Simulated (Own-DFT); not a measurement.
# Computed records: GaN (wurtzite, strained, atoms displaced)

Computed with Own-DFT development build. A calculation, not a measurement: plane-wave PBE density functional theory by an unreviewed code, no spin, of a simulated periodic cell, stress positive in tension, free energy of the whole cell less one offset for each atom, forces on such cells passed a denser k mesh, this cell's mesh not checked; offsets are fitted by least squares, one for each functional and potential file, so energies compare only between cells with the same atoms and settings and are not formation energies; the far tail of each file's local potential was reset to the Coulomb form; each entry is a single point on an unrelaxed cell, so the pressure reflects the starting lattice, mostly measured values (interpolated for alloys), from which strain is counted, and rises with the displacements; printed positions are rounded, which can move forces by about a meV/angstrom; the program, named Own-DFT, is a retired in-house code; no spin-orbit coupling.

Common to all runs: functional PBE; potential files PseudoDojo norm-conserving, scalar-relativistic, standard set with the stringent files for Ga; wave cutoff 96 hartree; occupations Gaussian; smearing width 0.01 eV; k mesh 3 x 4 x 3 centred on Gamma.

(1) GaN (wurtzite, strained, atoms displaced)

```
GaN
1.0
     12.7560     0.0957     0.0000
     -4.7214     8.2494     0.0000
      0.0000     0.0000    10.3700
Ga N Ga N Ga N Ga N Ga N Ga N Ga N Ga N Ga N Ga N Ga N Ga N Ga N Ga N Ga N Ga N Ga N Ga N Ga N Ga N Ga N Ga N Ga N Ga N
2 2 2 2 2 2 2 2 2 2 2 2 2 2 2 2 2 2 2 2 2 2 2 2 2 2 2 2 2 2 2 2 2 2 2 2 2 2 2 2 2 2 2 2 2 2 2 2
Direct
  0.07937 0.21633 0.99825
  0.17238 0.11592 0.24695
  0.09068 0.22740 0.19021
  0.16680 0.10873 0.44041
  0.09012 0.22786 0.49042
  0.16484 0.10446 0.74589
  0.07939 0.21412 0.68577
  0.16841 0.11467 0.93821
  0.08212 0.55932 0.99522
  0.17110 0.45165 0.25363
  0.09097 0.55661 0.19171
  0.16249 0.44343 0.43944
  0.08542 0.56048 0.50277
  0.17071 0.44279 0.74802
  0.08277 0.55520 0.68631
  0.16452 0.43421 0.94306
  0.06799 0.87951 0.00131
  0.16325 0.76885 0.24830
  0.08360 0.88764 0.18767
  0.16256 0.77752 0.43679
  0.07831 0.88702 0.49100
  0.17100 0.78445 0.75212
  0.08100 0.88622 0.68951
  0.16681 0.78973 0.94244
  0.32853 0.22670 0.99893
  0.41364 0.12132 0.24702
  0.32362 0.21281 0.19398
  0.41433 0.11605 0.43672
  0.33553 0.22010 0.49819
  0.42012 0.11217 0.75216
  0.32542 0.20648 0.68992
  0.41796 0.11992 0.94486
  0.33328 0.55557 0.99524
  0.42863 0.44901 0.24808
  0.33572 0.55602 0.18314
  0.42376 0.44941 0.43257
  0.33595 0.55402 0.49566
  0.41488 0.43798 0.74889
  0.32777 0.54038 0.69455
  0.41851 0.43749 0.94534
  0.33825 0.88602 0.00104
  0.41477 0.77674 0.24649
  0.32511 0.88444 0.18979
  0.42104 0.78095 0.44196
  0.32941 0.88964 0.50131
  0.41514 0.77563 0.74977
  0.33198 0.88541 0.68306
  0.41781 0.77372 0.94192
  0.57448 0.21929 0.00115
  0.66057 0.09998 0.24778
  0.58360 0.22357 0.18105
  0.66629 0.11144 0.43710
  0.58763 0.22651 0.49734
  0.66985 0.10939 0.74869
  0.57793 0.21749 0.68980
  0.67759 0.11512 0.94593
  0.58130 0.55341 0.99974
  0.66304 0.44941 0.24960
  0.58421 0.55427 0.18696
  0.66912 0.45072 0.44134
  0.58184 0.55524 0.50291
  0.66808 0.43579 0.75321
  0.58177 0.54749 0.68473
  0.66298 0.44000 0.94541
  0.57802 0.88024 0.00594
  0.65938 0.76990 0.24755
  0.58510 0.89099 0.18746
  0.66652 0.78252 0.43170
  0.58870 0.89582 0.50162
  0.66131 0.76687 0.74982
  0.58505 0.88969 0.68808
  0.66468 0.77853 0.94305
  0.82672 0.21445 0.99636
  0.91751 0.11889 0.24797
  0.83007 0.21217 0.19658
  0.91759 0.11408 0.43401
  0.82625 0.22288 0.49718
  0.91760 0.10750 0.74926
  0.83431 0.21751 0.69336
  0.91204 0.10360 0.94331
  0.84224 0.57182 0.00460
  0.92068 0.44570 0.24866
  0.83505 0.55287 0.18416
  0.91493 0.44609 0.43344
  0.83631 0.55675 0.49453
  0.91986 0.44984 0.75392
  0.83412 0.55907 0.68679
  0.92088 0.44590 0.93710
  0.83973 0.90182 0.99637
  0.91699 0.78273 0.25338
  0.83482 0.88181 0.18438
  0.91505 0.77470 0.43513
  0.83515 0.89349 0.49908
  0.92503 0.78077 0.74702
  0.82704 0.88670 0.69338
  0.91579 0.77654 0.93996
```

- free energy of cell above offsets: -5.482 eV
- pressure: 6.86 GPa
- stress xx: -8.38 GPa
- stress yy: -6.62 GPa
- stress zz: -5.58 GPa
- stress yz: 0.56 GPa
- stress xz: -0.27 GPa
- stress xy: 1.2 GPa

Force:
```csv
element,x (eV/Å),y (eV/Å),z (eV/Å)
Ga,0.226,0.228,0.779
Ga,-2.37,-1.908,1.049
N,-1.172,-0.163,-0.156
N,0.434,0.388,-0.623
Ga,-1.303,-1.346,1.242
Ga,-0.758,0.426,0.807
N,0.325,0.771,-0.224
N,-0.656,-1.256,-0.373
Ga,1.27,-0.066,0.656
Ga,1.004,-1.028,-0.763
N,-1.639,-0.759,-1.255
N,1.217,1.248,-0.009
Ga,-0.743,-0.565,-0.378
Ga,-1.952,-1.378,0.767
N,0.54,0.402,0.885
N,-0.414,1.612,-1.095
Ga,2.649,2.395,0.729
Ga,-0.572,1.39,0.18
N,-0.419,-0.029,0.434
N,0.715,0.066,0.127
Ga,0.385,0.264,1.074
Ga,-0.405,-0.797,0.089
N,0.957,0.146,-1.201
N,1.049,-1.007,-0.644
Ga,0.272,-1.507,0.923
Ga,1.82,-1.747,0.259
N,1.89,3.101,-1.79
N,1.877,-0.735,-0.194
Ga,-1.308,0.59,0.626
Ga,-0.933,-0.715,0.392
N,0.898,1.556,-0.531
N,-0.463,-1.945,-1.164
Ga,-0.123,-1.366,0.637
Ga,-2.665,-1.1,-0.227
N,0.513,-0.018,0.801
N,-0.771,-0.85,0.768
Ga,-0.479,0.287,0.43
Ga,0.714,-0.814,0.585
N,0.925,2.012,-1.332
N,-0.887,1.479,-1.39
Ga,-1.969,0.864,0.47
Ga,-0.147,0.214,0.75
N,1.448,0.902,-0.13
N,-0.652,-0.183,-0.438
Ga,0.493,0.063,-1.337
Ga,0.533,-0.18,-0.409
N,0.256,0.35,1.459
N,-0.389,0.409,-1.202
Ga,2.348,0.661,-0.411
Ga,0.047,2.132,0.15
N,-0.531,-0.215,2.191
N,-0.59,0.036,-0.19
Ga,-1.112,-0.259,0.198
Ga,-0.242,0.102,1.083
N,1.432,0.213,-0.541
N,-4.469,-2.346,-1.803
Ga,0.707,0.506,-0.38
Ga,2.536,-1.001,0.083
N,-0.201,0.472,-0.545
N,0.014,-0.495,-0.731
Ga,0.535,0.926,-0.643
Ga,-0.221,0.917,0.353
N,-0.381,-0.11,1.105
N,1.007,0.868,-1.031
Ga,0.943,1.492,-1.064
Ga,1.463,1.485,-0.059
N,-0.813,-1.492,0.309
N,0.541,-0.538,1.051
Ga,-0.472,-0.875,-0.161
Ga,0.189,0.623,0.643
N,-0.528,-0.698,0.337
N,0.589,-0.536,-0.64
Ga,2.496,2.369,1.927
Ga,1.969,-1.556,0.186
N,-1.401,1.606,-1.609
N,0.035,0.109,0.831
Ga,1.949,0.402,0.486
Ga,-0.118,0.078,0.139
N,-0.688,1.076,-0.952
N,0.554,2.901,-1.545
Ga,-0.732,-3.077,-0.55
Ga,-0.248,-0.601,-0.503
N,-0.452,0.383,1.468
N,0.907,-0.228,0.76
Ga,-0.581,-0.016,0.842
Ga,-0.068,-0.674,-0.923
N,0.143,-0.578,0.045
N,-0.862,-0.201,0.765
Ga,-0.839,-3.7,1.329
Ga,0.79,-0.7,-1.054
N,-1.592,0.929,0.193
N,-0.434,0.54,0.811
Ga,-0.395,-0.124,0.091
Ga,-2.204,-0.745,0.419
N,1.058,-0.473,-0.737
N,-1.295,0.709,-1.774
```

(2) GaN (wurtzite, strained, atoms displaced)

```
GaN
1.0
     12.7560     0.0000     0.0957
     -4.7835     8.2853    -0.0359
      0.0778     0.0000    10.3700
Ga N Ga N Ga N Ga N Ga N Ga N Ga N Ga N Ga N Ga N Ga N Ga N Ga N Ga N Ga N Ga N Ga N Ga N Ga N Ga N Ga N Ga N Ga N Ga N
2 2 2 2 2 2 2 2 2 2 2 2 2 2 2 2 2 2 2 2 2 2 2 2 2 2 2 2 2 2 2 2 2 2 2 2 2 2 2 2 2 2 2 2 2 2 2 2
Direct
  0.07761 0.21223 0.00152
  0.17289 0.11414 0.24762
  0.08148 0.21985 0.18846
  0.17317 0.11781 0.44073
  0.08338 0.22344 0.50143
  0.17048 0.10520 0.75283
  0.08799 0.23015 0.68829
  0.16629 0.10936 0.93989
  0.08194 0.55821 0.99873
  0.16816 0.44334 0.24520
  0.08052 0.55567 0.18341
  0.16209 0.45106 0.43875
  0.08328 0.55391 0.49449
  0.16841 0.44312 0.74522
  0.08072 0.55515 0.69449
  0.16644 0.44609 0.93907
  0.07793 0.89135 0.00095
  0.16931 0.78309 0.24485
  0.08473 0.88423 0.18053
  0.16616 0.77053 0.43199
  0.07557 0.89248 0.49436
  0.16376 0.78014 0.74933
  0.08374 0.88850 0.69405
  0.16299 0.77791 0.93780
  0.33347 0.22562 0.00089
  0.41441 0.10812 0.25362
  0.33079 0.23262 0.19197
  0.42173 0.11746 0.44260
  0.33137 0.22733 0.49406
  0.42478 0.11549 0.75315
  0.34187 0.23009 0.68132
  0.41755 0.11653 0.93399
  0.33263 0.55332 0.00222
  0.41152 0.43367 0.25712
  0.33167 0.55948 0.18463
  0.41225 0.43425 0.44703
  0.33337 0.54715 0.50059
  0.42471 0.44787 0.75391
  0.32904 0.55345 0.68696
  0.42249 0.45602 0.94169
  0.32993 0.88530 0.99885
  0.41538 0.77959 0.24718
  0.32249 0.88098 0.18193
  0.41441 0.78184 0.44573
  0.33847 0.89541 0.50444
  0.41831 0.77409 0.74547
  0.33238 0.88684 0.69219
  0.42721 0.78149 0.93536
  0.58135 0.23041 0.99865
  0.66903 0.10666 0.24797
  0.58310 0.22166 0.19940
  0.66862 0.11326 0.43592
  0.57570 0.21742 0.50948
  0.66686 0.10316 0.75506
  0.58104 0.22318 0.68882
  0.66372 0.10555 0.93618
  0.58165 0.54831 0.99558
  0.66120 0.44169 0.25351
  0.57950 0.55180 0.19385
  0.66192 0.43734 0.43974
  0.58525 0.55071 0.50017
  0.65637 0.43989 0.75024
  0.58304 0.56114 0.69977
  0.66450 0.45140 0.93247
  0.58027 0.88758 0.00207
  0.67203 0.77950 0.25415
  0.58220 0.88647 0.18355
  0.66213 0.77251 0.44725
  0.57914 0.88576 0.49186
  0.67550 0.79024 0.75331
  0.58599 0.89549 0.68243
  0.66584 0.76691 0.93584
  0.83679 0.21848 0.00334
  0.92677 0.11611 0.24266
  0.84078 0.23193 0.18192
  0.91326 0.10963 0.42999
  0.83609 0.22904 0.50181
  0.91600 0.10799 0.75405
  0.83657 0.21985 0.68519
  0.91696 0.11016 0.93146
  0.83730 0.55305 0.01072
  0.91529 0.44794 0.24956
  0.83393 0.56128 0.19138
  0.91801 0.44358 0.42691
  0.83163 0.55451 0.49995
  0.91491 0.44645 0.75340
  0.82779 0.54352 0.68563
  0.91544 0.43653 0.94463
  0.82746 0.88573 0.00471
  0.91940 0.78569 0.25025
  0.83454 0.88597 0.19313
  0.91803 0.76692 0.44055
  0.83944 0.89479 0.49775
  0.91008 0.77432 0.75578
  0.83344 0.88979 0.68036
  0.91040 0.77581 0.94948
```

* free energy of cell above offsets: -5.166 eV
* pressure: 6.87 GPa
* stress xx: -6.49 GPa
* stress yy: -6.49 GPa
* stress zz: -7.63 GPa
* stress yz: -0.07 GPa
* stress xz: 1.84 GPa
* stress xy: -1.13 GPa

Force:
```csv
element,x (eV/Å),y (eV/Å),z (eV/Å)
Ga,0.375,1.711,-0.833
Ga,-1.679,-1.279,0.483
N,2.229,0.592,-0.636
N,-1.699,-1.181,-1.161
Ga,-0.61,0.369,-0.266
Ga,-0.226,1.552,-0.813
N,0.15,-2.146,-0.002
N,0.126,0.482,0.109
Ga,0.578,-0.36,-0.108
Ga,-1.373,0.752,0.443
N,0.599,0.085,0.653
N,2.792,-1.75,-0.928
Ga,-1.63,0.948,1.339
Ga,-1.11,0.734,1.301
N,0.193,0.086,-1.099
N,0.321,-0.708,-0.044
Ga,0.876,-0.67,-0.94
Ga,-1.256,-2.232,1.069
N,-0.924,1.385,1.72
N,-0.511,1.926,0.719
Ga,2.869,-0.26,1.203
Ga,0.989,-0.764,0.128
N,-1.408,-0.107,-1.155
N,0.034,0.457,-0.005
Ga,-0.042,0.336,-0.346
Ga,0.176,-0.049,-0.195
N,1.81,-2.101,-1.238
N,-1.603,-1.039,-1.009
Ga,1.561,-2.114,2.119
Ga,-1.917,-1.136,-0.99
N,-0.414,-0.831,1.349
N,-0.234,-0.443,1.644
Ga,-0.569,0.699,-0.991
Ga,-0.051,3.29,0.001
N,0.926,-0.49,1.345
N,0.526,2.686,-1.718
Ga,-1.5,1.167,0.155
Ga,-2.258,-0.581,-0.284
N,1.664,0.224,0.075
N,-0.708,-1.971,-0.292
Ga,0.424,0.154,-1.307
Ga,-0.231,-0.16,0.719
N,2.521,2.077,0.426
N,0.708,-1.306,-1.72
Ga,-1.679,-0.593,0.063
Ga,-0.238,0.386,0.276
N,0.172,0.581,0.02
N,-2.442,-0.983,-0.048
Ga,1.057,-0.609,0.628
Ga,-0.016,0.878,0.282
N,-0.155,-0.449,-1.895
N,-0.259,-0.15,0.317
Ga,2.035,0.517,-1.39
Ga,-0.219,1.309,-1.217
N,1.599,-0.117,0.705
N,0.187,1.044,1.239
Ga,-0.432,1.333,1.734
Ga,0.646,0.413,-0.048
N,-0.03,0.339,-0.53
N,0.626,0.417,0.395
Ga,-0.847,0.389,1.081
Ga,1.436,0.619,-0.46
N,0.967,0.827,-1.963
N,2.116,-1.207,1.161
Ga,1.414,0.056,-0.72
Ga,-1.287,-0.903,0.264
N,0.489,-0.021,1.339
N,1.043,0.246,-1.252
Ga,0.587,1.079,1.005
Ga,-1.321,-0.953,-0.87
N,0.259,-1.121,0.277
N,-0.492,1.681,0.911
Ga,-1.211,-0.042,-1.162
Ga,-2.871,-0.779,1.313
N,-0.163,-1.602,1.26
N,0.994,0.345,0.622
Ga,-0.29,-0.701,-0.809
Ga,0.464,0.799,-2.1
N,-0.545,0.227,0.961
N,0.05,-0.943,1.975
Ga,-0.904,-0.227,-1.354
Ga,0.472,0.211,-1.072
N,-0.551,-0.418,0.723
N,-0.539,0.148,2.281
Ga,0.401,-1.513,-0.051
Ga,0.476,-0.788,0.055
N,-0.698,1.164,0.687
N,-0.715,0.778,-0.927
Ga,-0.126,-0.052,-0.307
Ga,0.994,-1.169,0.164
N,-0.507,1.142,-0.595
N,-1.724,1.464,-0.985
Ga,-0.899,-0.749,-0.519
Ga,0.621,-0.382,-0.321
N,0.949,0.187,1.221
N,0.613,-0.138,-1.282
```

(3) GaN (wurtzite, strained, atoms displaced)

```
GaN
1.0
     12.7560     0.0000     0.0000
     -4.7835     8.2853     0.0621
      0.0000     0.0778    10.3700
Ga N Ga N Ga N Ga N Ga N Ga N Ga N Ga N Ga N Ga N Ga N Ga N Ga N Ga N Ga N Ga N Ga N Ga N Ga N Ga N Ga N Ga N Ga N Ga N
2 2 2 2 2 2 2 2 2 2 2 2 2 2 2 2 2 2 2 2 2 2 2 2 2 2 2 2 2 2 2 2 2 2 2 2 2 2 2 2 2 2 2 2 2 2 2 2
Direct
  0.08479 0.22062 0.00371
  0.16711 0.11847 0.24220
  0.07982 0.21605 0.18639
  0.16076 0.09923 0.43219
  0.08235 0.21854 0.50004
  0.16497 0.10555 0.75736
  0.08713 0.22634 0.69005
  0.16148 0.11742 0.93797
  0.08155 0.55113 0.99686
  0.16997 0.43528 0.25557
  0.08904 0.54963 0.18721
  0.16680 0.45304 0.44291
  0.08849 0.56493 0.49644
  0.16941 0.44895 0.75221
  0.08207 0.55332 0.68432
  0.16695 0.44276 0.93804
  0.08635 0.89057 0.99532
  0.16543 0.77973 0.24629
  0.08618 0.89325 0.19874
  0.15979 0.77592 0.43812
  0.08168 0.88250 0.49256
  0.16917 0.77818 0.75527
  0.08094 0.88998 0.68662
  0.16644 0.77610 0.93953
  0.33229 0.23002 0.99735
  0.41643 0.10832 0.25390
  0.32694 0.21045 0.18156
  0.41998 0.12298 0.43811
  0.33662 0.21358 0.49730
  0.41547 0.11351 0.75083
  0.33410 0.22001 0.68750
  0.41139 0.10832 0.92709
  0.34094 0.55409 0.00420
  0.41356 0.44665 0.25565
  0.32502 0.54589 0.18812
  0.41985 0.44565 0.42846
  0.33298 0.55247 0.49849
  0.41743 0.45041 0.74863
  0.33628 0.55584 0.68904
  0.41598 0.44155 0.94212
  0.33576 0.88659 0.00823
  0.42056 0.77707 0.24973
  0.34066 0.90372 0.19308
  0.41979 0.78282 0.43333
  0.33346 0.89121 0.50302
  0.41907 0.78002 0.75174
  0.33919 0.89055 0.68781
  0.42470 0.78541 0.94628
  0.58049 0.21705 0.00012
  0.66389 0.10714 0.24643
  0.57835 0.22657 0.18533
  0.66079 0.10272 0.45149
  0.58664 0.22641 0.49993
  0.66730 0.11223 0.75011
  0.57419 0.21279 0.68239
  0.65688 0.11155 0.94036
  0.58024 0.55292 0.99484
  0.66789 0.45203 0.24589
  0.58287 0.55377 0.19250
  0.66116 0.44205 0.43323
  0.57594 0.54798 0.49865
  0.65567 0.43491 0.74748
  0.58179 0.55925 0.68837
  0.67513 0.45808 0.93368
  0.58636 0.89211 0.00542
  0.66636 0.77749 0.24894
  0.57908 0.88796 0.19162
  0.65887 0.77926 0.44384
  0.57642 0.88297 0.49796
  0.66107 0.76312 0.75107
  0.57779 0.88962 0.69272
  0.67257 0.77355 0.95137
  0.82626 0.21902 0.00545
  0.91846 0.10867 0.23919
  0.83113 0.21997 0.18078
  0.92151 0.11473 0.44139
  0.83697 0.23316 0.50991
  0.91901 0.11620 0.74079
  0.84081 0.22491 0.69266
  0.91376 0.11403 0.93856
  0.83483 0.56152 0.99403
  0.92257 0.44841 0.24416
  0.83160 0.54997 0.18405
  0.92427 0.45380 0.43754
  0.83524 0.56489 0.49542
  0.90974 0.43869 0.74273
  0.83183 0.55076 0.68580
  0.91919 0.44645 0.93784
  0.83164 0.88876 0.99049
  0.92487 0.78674 0.24439
  0.83072 0.88310 0.19443
  0.91823 0.77471 0.44515
  0.82950 0.87818 0.49809
  0.91416 0.77313 0.75037
  0.84411 0.89276 0.68878
  0.91684 0.78343 0.93626
```

- free energy of cell above offsets: -4.686 eV
- pressure: 7.07 GPa
- stress xx: -8.15 GPa
- stress yy: -6.46 GPa
- stress zz: -6.59 GPa
- stress yz: 1.36 GPa
- stress xz: 0.47 GPa
- stress xy: 0.4 GPa

Force:
```csv
element,x (eV/Å),y (eV/Å),z (eV/Å)
Ga,-2.046,0.751,-1.08
Ga,0.798,-1.085,1.435
N,0.168,1.105,0.124
N,0.529,1.969,0.235
Ga,0.702,0.285,0.428
Ga,-0.413,0.536,-1.937
N,0.338,-0.027,-0.196
N,1.911,-1.019,0.552
Ga,0.486,-0.13,0.373
Ga,-1.942,0.164,0.122
N,-0.467,0.806,-0.024
N,1.408,-1.26,-0.702
Ga,-0.449,-1.029,0.987
Ga,-0.408,-0.626,-0.472
N,0.062,0.606,0.743
N,0.762,0.543,0.422
Ga,-0.575,0.031,0.752
Ga,1.22,-0.63,0.513
N,0.211,0.065,-2.383
N,2.226,1.042,-0.918
Ga,-0.574,1.047,1.663
Ga,-0.486,-0.194,-1.515
N,1.05,-0.408,0.358
N,0.5,0.391,0.675
Ga,0.691,-2.314,0.197
Ga,-0.568,1.903,-0.154
N,0.499,1.674,0.656
N,1.748,-2.077,-0.359
Ga,-3.151,1.028,0.689
Ga,0.011,-0.94,-1.067
N,-0.766,0.849,-0.098
N,0.073,0.356,2.726
Ga,-2.057,0.535,-0.574
Ga,1.025,-1.006,-2.782
N,1.521,1.464,0.155
N,-1.34,-0.785,2.924
Ga,-0.059,0.435,0.137
Ga,-0.023,-1.586,0.255
N,-0.532,0.661,-0.311
N,0.291,1.147,-1.417
Ga,-0.535,0.658,-0.933
Ga,-1.866,-0.607,-0.02
N,-0.045,-3.011,-0.458
N,-1.37,-1.096,0.599
Ga,-0.129,-0.103,-0.759
Ga,-0.558,-0.451,0.702
N,-1.079,-0.296,0.259
N,-0.599,-1.405,-0.555
Ga,-1.787,1.435,-0.095
Ga,-0.286,1.194,1.34
N,1.122,-0.252,0.409
N,0.789,1.713,-1.713
Ga,-0.079,-0.487,-0.56
Ga,-0.253,-0.312,-0.13
N,1.228,1.293,0.988
N,2.164,-0.378,-0.673
Ga,1.128,-0.324,1.604
Ga,0.598,-1.032,0.202
N,-1.343,0.56,-1.117
N,0.805,0.91,0.671
Ga,0.894,1.1,-0.254
Ga,1.391,0.379,-0.077
N,0.212,-1.713,-0.652
N,-1.327,-1.876,-0.073
Ga,0.55,-0.241,-0.571
Ga,-0.144,-0.375,0.705
N,1.41,0.185,-0.473
N,1.707,-0.996,-0.768
Ga,0.429,0.733,1.484
Ga,0.319,3.44,0.468
N,2.104,-0.088,-0.297
N,-2.784,0.098,-1.933
Ga,0.495,0.647,-2.509
Ga,-1.38,-0.306,1.894
N,0.054,-0.034,2.435
N,-1.392,-0.658,-0.796
Ga,0.353,-1.005,-2.14
Ga,1.541,-0.924,1.585
N,-2.289,-0.593,-0.288
N,0.181,-0.08,-0.142
Ga,0.944,-0.321,0.545
Ga,-0.441,-0.558,0.592
N,0.411,1.236,0.176
N,-1.095,-0.775,-0.362
Ga,0.125,-2.474,0.424
Ga,1.306,1.464,1.438
N,-1.348,0.05,-0.121
N,-0.947,-0.44,-0.448
Ga,1.334,1.258,1.377
Ga,-1.24,-1.85,0.965
N,0.25,0.606,-1.09
N,-1.016,1.093,-1.999
Ga,-0.39,1.489,0.244
Ga,0.856,-0.068,-0.425
N,-2.336,-0.668,-0.201
N,0.989,-0.019,0.397
```
